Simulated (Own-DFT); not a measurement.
# Point defects and the pressure they add: zincblende GaAs

Everything here is calculated. The program is Own-DFT (plane waves, in-house, since retired, never reviewed by a person); positions were held fixed, and spin and spin-orbit coupling were off.

Method: PBE; PseudoDojo norm-conserving scalar-relativistic files; cutoff 42 hartree; 3 x 3 x 3 k mesh centred on Gamma; Fermi-Dirac smearing of 0.1 eV.

Limits (not all hold for every row): not probed for a lower state with spin; forces not confirmed at this smearing and k mesh; stress not checked against mesh or cutoff.

All runs share one cell, with vectors in Å (10.862, 0.000, 0.000); (0.000, 10.862, 0.000); (0.000, 0.000, 11.796) and a volume of 1391.7 Å³, strained against the parent crystal. The atoms are randomly displaced, by u rms on each axis. The defect's site can differ from row to row.

| cell | formula | u (Å) | P (GPa) |
|---|---|---|---|
| no defect | As32Ga32 | 0.0292 | 6.67 |
| no defect | As32Ga32 | 0.0477 | 6.99 |
| no defect | As32Ga32 | 0.0483 | 7.08 |
| one Al on a Ga site | AlAs32Ga31 | 0.0285 | 6.61 |
| one Al on a Ga site | AlAs32Ga31 | 0.0480 | 6.91 |
| one Al on a Ga site | AlAs32Ga31 | 0.0498 | 7.13 |
| one As vacancy and one Ga vacancy | As31Ga31 | 0.0294 | 6.05 |
| one As vacancy and one Ga vacancy | As31Ga31 | 0.0437 | 6.16 |
| one As vacancy and one Ga vacancy | As31Ga31 | 0.0484 | 6.16 |
| one P on an As site | As31Ga32P | 0.0292 | 6.39 |
| one P on an As site | As31Ga32P | 0.0509 | 6.67 |
| one P on an As site | As31Ga32P | 0.0558 | 6.86 |
| one In on a Ga site | As32Ga31In | 0.0268 | ? |
| one In on a Ga site | As32Ga31In | 0.0295 | 7.43 |
| one In on a Ga site | As32Ga31In | 0.0306 | 7.44 |
| one In on a Ga site | As32Ga31In | 0.0311 | 7.39 |

## Working it out

P = P0 + c u² + a shift for each defect gives P0 = 6.53 GPa, c = 208 ± 29 GPa/Å² and a scatter of 0.08 GPa. The shifts, and each times the cell's volume:

- one In on a Ga site: 0.69 ± 0.07 GPa, 6.0 eV
- one Al on a Ga site: -0.04 ± 0.06 GPa, -0.3 eV (not resolved)
- one P on an As site: -0.35 ± 0.06 GPa, -3.0 eV
- one As vacancy and one Ga vacancy: -0.76 ± 0.06 GPa, -6.6 eV

Against the defect-free cell, a freed cell would be larger where the shift is positive and smaller where it is negative (160.2 GPa Å³ is 1 eV). The atoms around the defects weren't relaxed, which would change these numbers.

## Prediction

The question: what pressure belongs in the blank (one In on a Ga site, u = 0.0268 Å)?

From the fit: 7.37 ± 0.09 GPa. The calculation gave 7.45 GPa.
